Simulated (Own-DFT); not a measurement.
Simulation results for SiC (2H silicon carbide, strained, atoms displaced), GaAs (zincblende with one plane slipped along a stacking-fault path, atoms displaced)

All values are calculated (Own-DFT development build). A calculation, not a measurement: plane-wave PBE density functional theory by an unreviewed code, no spin, of a simulated periodic cell, stress positive in tension, free energy of the whole cell less one offset for each atom, forces on such cells passed a denser k mesh, this cell's mesh not checked; offsets are fitted by least squares, one for each functional and potential file, so energies compare only between cells with the same atoms and settings and are not formation energies; the far tail of each file's local potential was reset to the Coulomb form; each entry is a single point on an unrelaxed cell, so the pressure reflects the starting lattice, mostly measured values (interpolated for alloys), from which strain is counted, and rises with the displacements; printed positions are rounded, which can move forces by about a meV/angstrom; the program, named Own-DFT, is a retired in-house code; no spin-orbit coupling.

Settings shared by all entries: functional PBE; potential files PseudoDojo norm-conserving, scalar-relativistic, standard set; wave cutoff 42 hartree; occupations Fermi-Dirac; smearing width 0.1 eV; hardware one NVIDIA H100.

```yaml
- entry: 1
  formula: SiC
  kind: "2H silicon carbide, strained, atoms displaced"
  structure:
    cell_angstrom:
      - [9.3699, -0.1582, 0.1704]
      - [-4.822, 7.9922, -0.0808]
      - [0.1855, 0.0056, 10.232]
    atoms_fractional:
      - [Si, 0.99222, 0.00405, 0.98812]
      - [Si, 0.12063, 0.2237, 0.24984]
      - [C, 0.0052, 0.00474, 0.18599]
      - [C, 0.11035, 0.21471, 0.43644]
      - [Si, 0.99641, 0.99779, 0.49487]
      - [Si, 0.10748, 0.22108, 0.74369]
      - [C, 0.99777, 0.00253, 0.69045]
      - [C, 0.11542, 0.22453, 0.93549]
      - [Si, 0.00368, 0.33378, 0.00877]
      - [Si, 0.10962, 0.54898, 0.24464]
      - [C, 0.00257, 0.33168, 0.18666]
      - [C, 0.10695, 0.56349, 0.44271]
      - [Si, 0.9972, 0.31852, 0.49337]
      - [Si, 0.1121, 0.56176, 0.74463]
      - [C, 0.00956, 0.34589, 0.67989]
      - [C, 0.11411, 0.56059, 0.94228]
      - [Si, 0.99848, 0.66664, 0.00161]
      - [Si, 0.10374, 0.87587, 0.25132]
      - [C, 0.99462, 0.66095, 0.19079]
      - [C, 0.11206, 0.87799, 0.43252]
      - [Si, 0.00431, 0.67362, 0.50237]
      - [Si, 0.10893, 0.8849, 0.75025]
      - [C, 0.99826, 0.66522, 0.68993]
      - [C, 0.11773, 0.89515, 0.93287]
      - [Si, 0.32694, 0.98729, 0.0035]
      - [Si, 0.44637, 0.22617, 0.24726]
      - [C, 0.33975, 0.00402, 0.18432]
      - [C, 0.44413, 0.23388, 0.43634]
      - [Si, 0.33751, 0.99992, 0.49932]
      - [Si, 0.44895, 0.21145, 0.75173]
      - [C, 0.32835, 0.99087, 0.68392]
      - [C, 0.45491, 0.22828, 0.93164]
      - [Si, 0.3297, 0.32703, 0.99633]
      - [Si, 0.44575, 0.56293, 0.25537]
      - [C, 0.32869, 0.33286, 0.17826]
      - [C, 0.44303, 0.55281, 0.43284]
      - [Si, 0.34461, 0.3414, 0.49893]
      - [Si, 0.44564, 0.56083, 0.75202]
      - [C, 0.33823, 0.34477, 0.69145]
      - [C, 0.44329, 0.55403, 0.93751]
      - [Si, 0.33179, 0.64911, 0.99694]
      - [Si, 0.44329, 0.8882, 0.24419]
      - [C, 0.32997, 0.66075, 0.1913]
      - [C, 0.44958, 0.88824, 0.43417]
      - [Si, 0.33576, 0.66851, 0.49595]
      - [Si, 0.43879, 0.88971, 0.74679]
      - [C, 0.33715, 0.67021, 0.68974]
      - [C, 0.44681, 0.88311, 0.94]
      - [Si, 0.67037, 0.00679, 0.99861]
      - [Si, 0.78497, 0.21986, 0.24949]
      - [C, 0.65913, 0.00919, 0.18673]
      - [C, 0.77678, 0.23362, 0.43787]
      - [Si, 0.66571, 0.99014, 0.50301]
      - [Si, 0.76861, 0.21476, 0.75074]
      - [C, 0.67068, 0.00462, 0.68802]
      - [C, 0.77768, 0.21182, 0.93321]
      - [Si, 0.67043, 0.33741, 0.00881]
      - [Si, 0.79012, 0.5646, 0.24609]
      - [C, 0.65891, 0.3247, 0.18879]
      - [C, 0.78182, 0.55935, 0.44057]
      - [Si, 0.67038, 0.33943, 0.49673]
      - [Si, 0.77957, 0.55402, 0.74295]
      - [C, 0.65886, 0.33517, 0.69455]
      - [C, 0.77687, 0.55654, 0.93667]
      - [Si, 0.67063, 0.674, 0.00602]
      - [Si, 0.77037, 0.88663, 0.25472]
      - [C, 0.66779, 0.66229, 0.18836]
      - [C, 0.77494, 0.88112, 0.44219]
      - [Si, 0.66939, 0.67188, 0.49801]
      - [Si, 0.77932, 0.89114, 0.74895]
      - [C, 0.66572, 0.67181, 0.67394]
      - [C, 0.78383, 0.89986, 0.94223]
  settings:
    k_mesh: "4 x 4 x 3 centred on Gamma"
  results:
    "free_energy_of_cell_above_offsets [eV]": "-4.857"
    "pressure [GPa]": 2.06
    "stress_xx [GPa]": 1.47
    "stress_yy [GPa]": -10.07
    "stress_zz [GPa]": 2.43
    "stress_yz [GPa]": 0.16
    "stress_xz [GPa]": 6.32
    "stress_xy [GPa]": -8.56
    force_element: [Si, Si, C, C, Si, Si, C, C, Si, Si, C, C, Si, Si, C, C, Si, Si, C, C, Si, Si, C, C, Si, Si, C, C, Si, Si, C, C, Si, Si, C, C, Si, Si, C, C, Si, Si, C, C, Si, Si, C, C, Si, Si, C, C, Si, Si, C, C, Si, Si, C, C, Si, Si, C, C, Si, Si, C, C, Si, Si, C, C]
    "force_x [eV/angstrom]": [3.709, -1.361, -0.709, 0.425, 1.59, 0.2, 1.435, -1.228, -0.321, -1.025, 0.634, 2.152, -1.26, 0.468, -0.727, -0.52, 0.054, 0.316, 3.095, -0.826, -0.382, -0.754, 0.551, -1.372, 1.088, -1.685, -1.103, 1.883, -0.354, -3.258, 0.223, -0.651, 1.36, 0.23, 1.965, -0.08, -1.908, 0.169, 0.674, 1.715, -1.378, -1.148, 0.865, -0.4, -0.858, 1.397, 0.042, -0.685, -0.722, -2.467, 2.873, 1.911, -0.945, 1.119, -0.288, -0.423, -0.1, -3.481, 2.469, -0.459, -0.968, -1.983, 2.916, 0.123, -0.018, 0.9, -0.281, -0.494, 0.187, -1.06, 0.834, -1.894]
    "force_y [eV/angstrom]": [0.461, -0.897, -1.662, 1.254, -0.88, 2.34, -0.933, 0.372, -0.387, 1.22, -0.617, -1.897, 3.06, -0.605, -2.608, -1.092, 0.47, 2.841, 0.6, 3.016, -2.214, 0.743, 0.558, -0.989, 2.142, -0.57, -1.577, -1.863, 0.258, 1.144, 0.904, -1.598, 0.317, -1.749, 1.1, 1.567, -0.994, 0.167, -2.285, -0.101, 2.828, 0.039, 0.708, 0.582, -0.864, -0.314, -0.111, -0.114, -2.018, 1.053, -1.804, -2.587, 1.983, 3.034, -1.758, 3.435, -1.121, -3.173, 2.293, 0.903, -0.233, 0.619, -0.74, 0.738, -0.982, 1.025, 0.996, 2.433, -2.868, -0.444, -0.255, -2.297]
    "force_z [eV/angstrom]": [2.611, -0.105, 0.014, -0.55, 1.073, 0.863, -1.463, -0.594, -3.081, 2.313, 0.876, -1.565, 1.14, 1.12, 0.696, -0.74, -0.748, -0.859, -2.156, 0.843, 0.394, 0.101, -0.847, 0.789, -1.137, 0.338, 1.165, -0.289, -1.009, 0.224, -0.1, 1.904, -0.652, -1.936, 1.472, 0.893, 1.712, -0.375, -1.209, -0.126, 0.946, 0.833, -1.201, 0.005, 0.781, 1.326, -1.027, -0.495, 0.719, 0.98, -0.393, -0.556, -0.46, -0.336, -0.531, 0.904, -2.264, 2.036, 0.27, -0.869, 1.09, 1.604, -2.488, 0.239, -1.282, -1.295, 0.53, -1.647, -0.438, 0.332, 3.281, -1.589]
    "wall_time [s]": 358.4
- entry: 2
  formula: SiC
  kind: "2H silicon carbide, strained, atoms displaced"
  structure:
    cell_angstrom:
      - [9.2759, 0.0727, -0.1026]
      - [-4.575, 7.9069, 0.0453]
      - [-0.1117, -0.0076, 9.9602]
    atoms_fractional:
      - [Si, 0.99049, 0.98649, 0.9941]
      - [Si, 0.12715, 0.23827, 0.25583]
      - [C, 0.99611, 0.99787, 0.18016]
      - [C, 0.11826, 0.22935, 0.44295]
      - [Si, 0.00402, 0.00305, 0.50155]
      - [Si, 0.1031, 0.22668, 0.74945]
      - [C, 0.00535, 0.99897, 0.68518]
      - [C, 0.10407, 0.21555, 0.93893]
      - [Si, 0.99689, 0.33702, 0.9937]
      - [Si, 0.1094, 0.55468, 0.24619]
      - [C, 0.0067, 0.32669, 0.1824]
      - [C, 0.10956, 0.54528, 0.42686]
      - [Si, 0.99793, 0.33424, 0.502]
      - [Si, 0.11443, 0.55781, 0.74402]
      - [C, 0.00433, 0.3256, 0.69386]
      - [C, 0.10563, 0.55352, 0.93689]
      - [Si, 0.0065, 0.67127, 0.0057]
      - [Si, 0.10862, 0.88392, 0.25454]
      - [C, 0.99302, 0.66477, 0.19171]
      - [C, 0.11685, 0.89054, 0.44725]
      - [Si, 0.0136, 0.66787, 0.50767]
      - [Si, 0.11218, 0.89699, 0.74234]
      - [C, 0.00343, 0.68026, 0.68455]
      - [C, 0.10891, 0.89319, 0.94778]
      - [Si, 0.33929, 0.99827, 0.0027]
      - [Si, 0.43929, 0.21743, 0.25262]
      - [C, 0.33948, 0.01345, 0.19083]
      - [C, 0.4404, 0.22273, 0.43655]
      - [Si, 0.33514, 0.00407, 0.50677]
      - [Si, 0.43456, 0.20969, 0.74815]
      - [C, 0.33239, 0.99802, 0.68903]
      - [C, 0.44989, 0.22492, 0.93954]
      - [Si, 0.3391, 0.33841, 0.99963]
      - [Si, 0.44049, 0.56156, 0.25373]
      - [C, 0.33284, 0.32571, 0.18274]
      - [C, 0.45217, 0.56659, 0.43779]
      - [Si, 0.33983, 0.33655, 0.49577]
      - [Si, 0.44825, 0.55831, 0.75811]
      - [C, 0.33911, 0.32912, 0.67942]
      - [C, 0.43244, 0.54579, 0.94024]
      - [Si, 0.32604, 0.66712, 0.00322]
      - [Si, 0.44742, 0.88565, 0.2486]
      - [C, 0.33605, 0.66333, 0.18768]
      - [C, 0.45075, 0.89504, 0.44146]
      - [Si, 0.34177, 0.67472, 0.50127]
      - [Si, 0.44373, 0.88426, 0.75003]
      - [C, 0.33898, 0.66658, 0.68519]
      - [C, 0.4397, 0.89342, 0.93556]
      - [Si, 0.65969, 0.99625, 0.99724]
      - [Si, 0.77762, 0.23069, 0.2556]
      - [C, 0.67026, 0.00493, 0.1879]
      - [C, 0.77922, 0.23048, 0.43387]
      - [Si, 0.67123, 0.98578, 0.50871]
      - [Si, 0.76924, 0.22124, 0.7444]
      - [C, 0.66686, 0.0016, 0.6894]
      - [C, 0.77488, 0.21505, 0.93711]
      - [Si, 0.66496, 0.32908, 0.99353]
      - [Si, 0.77853, 0.55471, 0.25067]
      - [C, 0.6611, 0.33157, 0.19185]
      - [C, 0.78176, 0.56017, 0.44079]
      - [Si, 0.6677, 0.33882, 0.5033]
      - [Si, 0.77875, 0.54683, 0.75292]
      - [C, 0.66944, 0.33803, 0.69196]
      - [C, 0.77626, 0.5501, 0.93668]
      - [Si, 0.67138, 0.66347, 0.00327]
      - [Si, 0.77007, 0.88014, 0.25728]
      - [C, 0.66799, 0.67624, 0.19561]
      - [C, 0.76633, 0.88619, 0.4407]
      - [Si, 0.66821, 0.66374, 0.50164]
      - [Si, 0.77825, 0.8987, 0.75553]
      - [C, 0.66528, 0.66704, 0.68664]
      - [C, 0.77845, 0.89473, 0.93754]
  settings:
    k_mesh: "4 x 4 x 3 centred on Gamma"
  results:
    "free_energy_of_cell_above_offsets [eV]": "-4.564"
    "pressure [GPa]": 9.37
    "stress_xx [GPa]": -4.37
    "stress_yy [GPa]": -9.3
    "stress_zz [GPa]": -14.44
    "stress_yz [GPa]": -0.39
    "stress_xz [GPa]": -3.72
    "stress_xy [GPa]": 5.69
    force_element: [Si, Si, C, C, Si, Si, C, C, Si, Si, C, C, Si, Si, C, C, Si, Si, C, C, Si, Si, C, C, Si, Si, C, C, Si, Si, C, C, Si, Si, C, C, Si, Si, C, C, Si, Si, C, C, Si, Si, C, C, Si, Si, C, C, Si, Si, C, C, Si, Si, C, C, Si, Si, C, C, Si, Si, C, C, Si, Si, C, C]
    "force_x [eV/angstrom]": [-0.331, -0.837, 0.244, -0.576, -0.507, 6.122, -3.171, 0.601, 1.288, 0.326, -2.522, 0.289, 0.637, -0.276, -5.616, 0.382, -1.333, -0.525, 1.42, -0.387, -1.586, 1.326, 0.979, 2.448, -2.93, 0.925, 0.499, 1.275, 0.762, 0.602, 0.565, -1.087, -1.166, 2.989, -0.175, -0.334, -0.82, 0.818, -1.672, 0.806, 1.034, -0.371, -2.695, -0.395, -0.531, -0.364, -1.026, 1.595, 0.973, 1.534, -0.642, 0.478, -3.855, 2.001, -0.718, -0.73, 0.63, -1.204, 0.059, 0.809, 0.054, -1.115, -0.868, 0.659, -1.506, 0.785, 0.17, 4.315, -0.063, 1.985, 0.451, -0.901]
    "force_y [eV/angstrom]": [3.339, -3.383, -0.183, -0.654, -0.289, -2.62, 1.455, 0.961, -2.318, -1.026, 1.898, 2.239, -0.65, 0.234, 3.236, 1.39, -0.578, 2.043, -0.094, -0.27, -0.486, -0.84, -2.83, -1.109, 1.805, 2.362, -4.852, 0.183, -0.049, 2.753, -0.969, -0.994, -3.383, -1.841, 2.348, -1.353, 0.812, -1.494, 0.931, 3.385, -0.544, 1.992, 1.196, -0.255, -1.132, 0.631, -0.351, -1.938, 0.619, -1.161, -0.795, -1.319, 3.374, 0.252, -0.281, 0.976, -0.012, -0.185, 0.67, -0.002, -0.461, 3.293, -1.942, 1.043, 0.534, 4.248, -3.576, -0.608, 0.519, -1.985, 0.329, -2.241]
    "force_z [eV/angstrom]": [1.995, -1.541, 3.058, -0.521, -0.966, 1.615, 0.619, -0.728, 1.067, -0.861, 0.647, 3.203, -0.559, 0.887, -2.609, -0.432, -1.081, -0.575, -0.366, -1.337, -2.934, 2.838, 1.965, -2.631, 0.559, -0.055, -0.538, 0.875, -1.797, 1.146, 0.339, -0.932, -0.174, -0.63, 1.661, 0.222, 0.656, -2.208, 2.056, 0.299, -1.123, 0.609, -0.236, -0.055, -1.227, -0.339, 1.082, 0.137, 1.448, -2.362, 0.22, 3.19, -1.432, 1.548, 0.473, -0.841, 1.851, 0.674, -1.177, 0.022, -0.975, -0.632, -1.301, 1.03, -0.156, -1.359, -1.727, -0.181, 0.133, -1.385, 1.699, 0.161]
    "wall_time [s]": 347.0
- entry: 3
  formula: SiC
  kind: "2H silicon carbide, strained, atoms displaced"
  structure:
    cell_angstrom:
      - [9.2106, -0.0618, 0.0057]
      - [-4.6588, 8.0103, -0.1244]
      - [0.0062, -0.1528, 10.2067]
    atoms_fractional:
      - [Si, 0.00452, 0.99942, 0.00368]
      - [Si, 0.11209, 0.22106, 0.2559]
      - [C, 0.99505, 0.98908, 0.19253]
      - [C, 0.11031, 0.23379, 0.43607]
      - [Si, 0.00296, 0.99809, 0.50033]
      - [Si, 0.11024, 0.21686, 0.7455]
      - [C, 0.99287, 0.00222, 0.68389]
      - [C, 0.10249, 0.22225, 0.93081]
      - [Si, 0.00314, 0.3344, 0.00158]
      - [Si, 0.09415, 0.5521, 0.24785]
      - [C, 0.98803, 0.33577, 0.19034]
      - [C, 0.10065, 0.55588, 0.42881]
      - [Si, 0.998, 0.32591, 0.49653]
      - [Si, 0.10922, 0.55566, 0.75118]
      - [C, 0.99827, 0.33782, 0.69116]
      - [C, 0.11098, 0.55695, 0.9344]
      - [Si, 0.00758, 0.67396, 0.00512]
      - [Si, 0.11812, 0.89135, 0.24717]
      - [C, 0.00291, 0.66698, 0.19083]
      - [C, 0.1072, 0.88424, 0.44163]
      - [Si, 0.99822, 0.66627, 0.50095]
      - [Si, 0.12217, 0.89552, 0.75356]
      - [C, 0.99647, 0.66407, 0.68281]
      - [C, 0.11494, 0.89002, 0.93824]
      - [Si, 0.33195, 0.99871, 0.99371]
      - [Si, 0.44529, 0.21807, 0.25229]
      - [C, 0.33864, 0.99788, 0.18657]
      - [C, 0.44746, 0.22151, 0.43156]
      - [Si, 0.32709, 0.99751, 0.50366]
      - [Si, 0.45153, 0.22568, 0.74783]
      - [C, 0.32692, 0.00371, 0.69182]
      - [C, 0.44549, 0.21539, 0.9381]
      - [Si, 0.34277, 0.34033, 0.00643]
      - [Si, 0.43584, 0.54929, 0.25148]
      - [C, 0.33023, 0.32542, 0.19116]
      - [C, 0.43306, 0.54503, 0.43528]
      - [Si, 0.32815, 0.33099, 0.49912]
      - [Si, 0.44758, 0.54435, 0.75997]
      - [C, 0.33455, 0.32842, 0.68884]
      - [C, 0.44673, 0.55376, 0.9353]
      - [Si, 0.32386, 0.66459, 0.99522]
      - [Si, 0.43383, 0.87672, 0.24447]
      - [C, 0.32565, 0.67166, 0.18827]
      - [C, 0.44962, 0.89025, 0.44382]
      - [Si, 0.33971, 0.67522, 0.487]
      - [Si, 0.43548, 0.89353, 0.75628]
      - [C, 0.3375, 0.65629, 0.68214]
      - [C, 0.43903, 0.88425, 0.93889]
      - [Si, 0.66937, 0.99806, 0.99922]
      - [Si, 0.77291, 0.22754, 0.25497]
      - [C, 0.67358, 0.01375, 0.17725]
      - [C, 0.77973, 0.23098, 0.43499]
      - [Si, 0.66665, 0.99631, 0.49894]
      - [Si, 0.77012, 0.22534, 0.75161]
      - [C, 0.66524, 0.99052, 0.68737]
      - [C, 0.77093, 0.22274, 0.93221]
      - [Si, 0.67423, 0.32725, 0.00081]
      - [Si, 0.77956, 0.55435, 0.25213]
      - [C, 0.66781, 0.32824, 0.19]
      - [C, 0.77727, 0.55557, 0.43351]
      - [Si, 0.66868, 0.32774, 0.50439]
      - [Si, 0.77626, 0.54839, 0.75171]
      - [C, 0.67593, 0.33334, 0.68469]
      - [C, 0.76853, 0.55353, 0.93873]
      - [Si, 0.65904, 0.65532, 0.99942]
      - [Si, 0.76634, 0.89248, 0.25841]
      - [C, 0.67318, 0.66438, 0.19086]
      - [C, 0.77849, 0.89105, 0.44231]
      - [Si, 0.6711, 0.67598, 0.49971]
      - [Si, 0.77652, 0.89201, 0.74456]
      - [C, 0.67269, 0.66873, 0.69274]
      - [C, 0.77604, 0.89194, 0.94232]
  settings:
    k_mesh: "4 x 4 x 3 centred on Gamma"
  results:
    "free_energy_of_cell_above_offsets [eV]": "-5.720"
    "pressure [GPa]": 4.05
    "stress_xx [GPa]": -6.48
    "stress_yy [GPa]": -5.73
    "stress_zz [GPa]": 0.05
    "stress_yz [GPa]": -5.1
    "stress_xz [GPa]": 0.57
    "stress_xy [GPa]": -1.46
    force_element: [Si, Si, C, C, Si, Si, C, C, Si, Si, C, C, Si, Si, C, C, Si, Si, C, C, Si, Si, C, C, Si, Si, C, C, Si, Si, C, C, Si, Si, C, C, Si, Si, C, C, Si, Si, C, C, Si, Si, C, C, Si, Si, C, C, Si, Si, C, C, Si, Si, C, C, Si, Si, C, C, Si, Si, C, C, Si, Si, C, C]
    "force_x [eV/angstrom]": [-1.68, -1.341, -0.239, 2.082, -0.704, -1.347, 2.076, 2.317, -1.48, 2.502, 2.418, 1.646, -2.089, 1.038, 0.468, -1.137, -1.22, -0.724, -1.539, 0.367, -0.153, -3.736, 0.711, -0.875, 1.078, 0.246, -1.082, -0.897, 1.05, -0.606, 2.38, -0.352, -0.962, 0.912, -0.04, 1.037, 1.252, -1.151, 0.208, -1.628, 1.892, 1.25, 1.005, -1.436, -1.136, 2.532, -1.441, 0.367, -1.093, 0.876, -0.544, 0.74, -0.265, 3.376, -2.53, 2.384, -2.697, -0.435, -1.4, -0.519, -1.236, -0.106, -2.477, 2.657, 0.393, 1.774, -2.393, -0.021, -0.176, 0.522, -0.217, 1.551]
    "force_y [eV/angstrom]": [0.478, -0.395, 1.566, -3.095, 0.963, 1.628, -0.787, -0.292, -0.282, 0.438, -0.996, -0.105, 3.269, 0.622, -1.673, -0.629, -1.363, -0.35, 0.806, 0.759, -0.677, -2.057, 0.816, -0.306, 0.403, 0.305, 0.105, -0.638, 0.503, -0.001, 0.532, 1.527, -2.058, 0.92, 0.537, 1.927, 0.459, 2.024, -0.268, -0.378, 0.438, 4.108, -3.978, 0.696, -3.049, -2.138, 1.179, 0.475, 0.843, -1.002, -2.214, -2.555, 1.75, -1.779, 2.13, -0.939, 1.261, -0.047, 1.228, -0.145, 1.809, 2.233, -0.333, -0.744, 3.071, -0.548, 0.016, 0.372, -2.816, -0.896, -1.264, -1.401]
    "force_z [eV/angstrom]": [-0.253, -1.704, 0.066, 0.271, -0.08, 0.741, 0.186, 1.642, -0.411, 0.813, -1.019, 1.376, 1.759, -1.657, -1.1, 0.703, -0.766, 1.141, -1.33, -1.077, -0.403, -0.472, 1.702, -0.178, 1.859, -0.98, -0.492, 2.347, -0.631, 0.903, -1.252, -0.25, -1.298, -0.384, -0.507, 0.03, 0.457, -3.263, -0.614, 2.015, 0.908, 1.293, -1.362, -2.159, 2.527, -1.706, 0.984, -0.124, -0.846, -0.799, 2.983, 0.756, 1.301, -0.44, -0.22, 0.581, 0.895, -0.315, -0.808, 1.548, -1.528, -0.043, 0.068, -0.102, 1.291, -2.217, -0.307, -0.907, 0.523, 2.384, -0.856, -1.197]
    "wall_time [s]": 355.6
- entry: 4
  formula: GaAs
  kind: "zincblende with one plane slipped along a stacking-fault path, atoms displaced"
  structure:
    cell_angstrom:
      - [5.6533, -5.6533, 0.0]
      - [0.0, 5.6533, -5.6533]
      - [11.7777, 11.7777, 10.3644]
    atoms_fractional:
      - [Ga, 0.01282, 0.98803, 0.99583]
      - [As, 0.97849, 0.96973, 0.12538]
      - [Ga, 0.16005, 0.31083, 0.16438]
      - [As, 0.1529, 0.28384, 0.29277]
      - [Ga, 0.30962, 0.10571, 0.32842]
      - [As, 0.29621, 0.10396, 0.45987]
      - [Ga, 0.03957, 0.07968, 0.5036]
      - [As, 0.02776, 0.05577, 0.62583]
      - [Ga, 0.21061, 0.40164, 0.66446]
      - [As, 0.17022, 0.36016, 0.79102]
      - [Ga, 0.34835, 0.1955, 0.83697]
      - [As, 0.34329, 0.16754, 0.95552]
      - [Ga, 0.0075, 0.51173, 0.99655]
      - [As, 0.9788, 0.47446, 0.12346]
      - [Ga, 0.1476, 0.80129, 0.16814]
      - [As, 0.13362, 0.7849, 0.2938]
      - [Ga, 0.30123, 0.61501, 0.32954]
      - [As, 0.28767, 0.58512, 0.4626]
      - [Ga, 0.02949, 0.59065, 0.50296]
      - [As, 0.03102, 0.56859, 0.62671]
      - [Ga, 0.19183, 0.89901, 0.66844]
      - [As, 0.19047, 0.87484, 0.79743]
      - [Ga, 0.33658, 0.67803, 0.8356]
      - [As, 0.348, 0.68912, 0.95902]
      - [Ga, 0.48771, 0.99974, 0.00118]
      - [As, 0.48481, 0.97689, 0.11851]
      - [Ga, 0.64494, 0.30466, 0.17005]
      - [As, 0.64706, 0.28825, 0.29274]
      - [Ga, 0.80473, 0.10653, 0.32947]
      - [As, 0.80482, 0.09341, 0.46011]
      - [Ga, 0.54175, 0.09732, 0.49786]
      - [As, 0.51706, 0.05647, 0.62239]
      - [Ga, 0.69508, 0.3915, 0.66633]
      - [As, 0.69411, 0.36829, 0.80127]
      - [Ga, 0.85385, 0.19664, 0.83835]
      - [As, 0.85362, 0.18926, 0.96112]
      - [Ga, 0.49769, 0.49435, 0.99957]
      - [As, 0.47486, 0.46782, 0.12712]
      - [Ga, 0.64179, 0.8065, 0.16676]
      - [As, 0.64533, 0.79611, 0.29281]
      - [Ga, 0.79777, 0.6057, 0.33429]
      - [As, 0.79795, 0.58816, 0.46033]
      - [Ga, 0.52894, 0.57934, 0.50144]
      - [As, 0.53048, 0.56724, 0.62674]
      - [Ga, 0.69184, 0.89065, 0.66752]
      - [As, 0.67778, 0.86204, 0.79241]
      - [Ga, 0.84069, 0.69777, 0.83451]
      - [As, 0.84377, 0.67205, 0.95547]
  settings:
    k_mesh: "4 x 4 x 2 centred on Gamma"
  results:
    "free_energy_of_cell_above_offsets [eV]": "-10.866"
    "pressure [GPa]": 6.15
    "stress_xx [GPa]": -8.02
    "stress_yy [GPa]": -6.35
    "stress_zz [GPa]": -4.08
    "stress_yz [GPa]": 0.04
    "stress_xz [GPa]": -0.67
    "stress_xy [GPa]": 2.68
    force_element: [Ga, As, Ga, As, Ga, As, Ga, As, Ga, As, Ga, As, Ga, As, Ga, As, Ga, As, Ga, As, Ga, As, Ga, As, Ga, As, Ga, As, Ga, As, Ga, As, Ga, As, Ga, As, Ga, As, Ga, As, Ga, As, Ga, As, Ga, As, Ga, As]
    "force_x [eV/angstrom]": [0.088, 0.19, -1.243, -0.851, 0.825, -2.108, 1.747, 0.106, -1.055, 0.716, -0.48, 0.227, 0.752, 0.365, -0.273, -0.348, 0.781, -3.539, 5.02, 0.265, 0.522, -0.89, 0.1, -0.307, 0.923, 1.007, -0.392, -0.175, 1.582, -3.371, 2.574, 0.956, 0.299, -1.462, -0.588, -0.451, 0.33, 0.921, -0.008, -0.992, 0.339, -5.308, 3.069, 0.579, -0.039, -0.042, 0.223, -0.576]
    "force_y [eV/angstrom]": [1.573, -0.286, 1.03, 0.172, 1.001, -2.064, 1.246, 0.982, 0.726, -0.91, -0.519, 1.396, -0.017, -0.075, -0.154, -0.668, 0.354, -0.418, -0.78, -0.04, -0.077, -0.501, 0.053, -0.703, -1.449, 1.573, -0.723, -0.283, 0.816, -0.308, -0.07, -0.037, 0.332, -0.33, -0.031, -0.383, 0.175, -0.851, -0.427, -0.815, 0.616, 0.878, -0.244, -0.862, 0.384, 0.595, -0.756, 0.877]
    "force_z [eV/angstrom]": [-0.103, -0.562, 1.29, -0.468, 0.296, -2.419, 1.912, -0.59, 0.94, -0.267, -1.086, -0.304, 0.398, -0.077, -0.128, 0.127, 0.701, -2.044, 1.728, 0.18, 0.942, 0.118, -0.633, 0.89, -1.006, 0.903, -0.104, 0.356, -0.398, -1.813, 1.452, -0.239, 0.876, -0.809, 0.775, 1.328, -0.124, -1.399, 0.188, 0.892, -0.247, -1.904, 1.319, -0.331, -0.278, -0.32, -0.413, 0.455]
    "wall_time [s]": 778.7
```
